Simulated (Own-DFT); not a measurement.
# A pressure from energies alone: monoclinic HfO2, 94 atoms (Hf32O62), with two O vacancies

All values are computed. Each geometry was run twice at fixed positions with Own-DFT, a retired in-house plane-wave program that no person has reviewed: with PBE, and with HSE06 (exact exchange share 0.25 at short range, screening 0.11 per bohr, Gygi-Baldereschi treatment of its divergence). Both used PseudoDojo norm-conserving files made for PBE, a cutoff of 48 hartree, the Gamma point alone, fixed occupations, a neutral cell and no spin. The unstrained cell is 10.1 Å across at its thinnest, so Gamma alone is coarse and defects feel their images. The hafnium file keeps the 4f electrons in the core, and its forces lie about 75 meV/Å off all-electron values. The oxygen file's force components were 24 meV/Å off all-electron values in a glass.

Unstrained cell vectors in Å: (10.234, 0.000, 0.000); (0.000, 10.350, 0.000); (-1.696, 0.000, 10.445), volume V0 = 1106.4 Å³, from measured lattice constants. Each geometry has its own random strain of a few per cent, its own defect sites and random moves of rms u per axis. HSE06 gave the energy alone. D is its energy less that of PBE, over the lowest D shown. The PBE stress wasn't checked against mesh or cutoff.

| run | V - V0 (Å³) | u (Å) | P with PBE (GPa) | D (eV) |
|---|---|---|---|---|
| 1 | -21.8 | 0.0302 | 8.67 | 0.175 |
| 2 | -13.7 | 0.0496 | 7.74 | 0.738 |
| 3 | -23.9 | 0.0483 | 10.77 | 0.312 |
| 4 | -15.5 | 0.0521 | 9.25 | 0.542 |
| 5 | 32.2 | 0.0323 | -1.99 | 1.591 |
| 6 | -12.9 | 0.0488 | 9.63 | 0.614 |
| 7 | -11.7 | 0.0308 | 6.85 | 0.382 |
| 8 | -18.6 | 0.0471 | 9.80 | 0.434 |
| 9 | -40.6 | 0.0509 | 14.98 | 0.002 |
| 10 | -25.7 | 0.0294 | 9.42 | 0.108 |
| 11 | -14.5 | 0.0298 | 7.10 | 0.345 |
| 12 | 37.9 | 0.0481 | -2.14 | 1.843 |
| 13 | -26.2 | 0.0292 | 11.45 | 0.000 |
| 14 | -34.8 | 0.0503 | 14.57 | ? |

## Worked fit

D = 0.57 + 0.0250 (V - V0) + 158 u² eV, with an error of 0.0007 on the volume slope, 21 on the last term and a scatter of 0.06 eV. Pressure is -dE/dV, and 1 eV/Å³ is 160.2 GPa, so HSE06 changes the pressure by -4.0 ± 0.1 GPa. With the ions held to the strained lattice, the PBE pressure falls by 235 ± 10 GPa per unit of volume strain; the shape of the strain isn't fitted, so the true error is larger, and a relaxed crystal would be softer. On that slope HSE06's volume at a given pressure is about 1.7 % smaller, or 0.6 % in lengths. At u = 0 and V0 the PBE pressure is 3.7 GPa, which puts the zero-pressure volume, against the measured cell and with the defects in, at +1.6 % for PBE and -0.1 % for HSE06, each good to a few tenths of a per cent.

## Withheld run

The question: what D should run 14 give?

The fit gives 0.10 eV, with rows scattering by 0.06. DFT gave 0.053 eV.
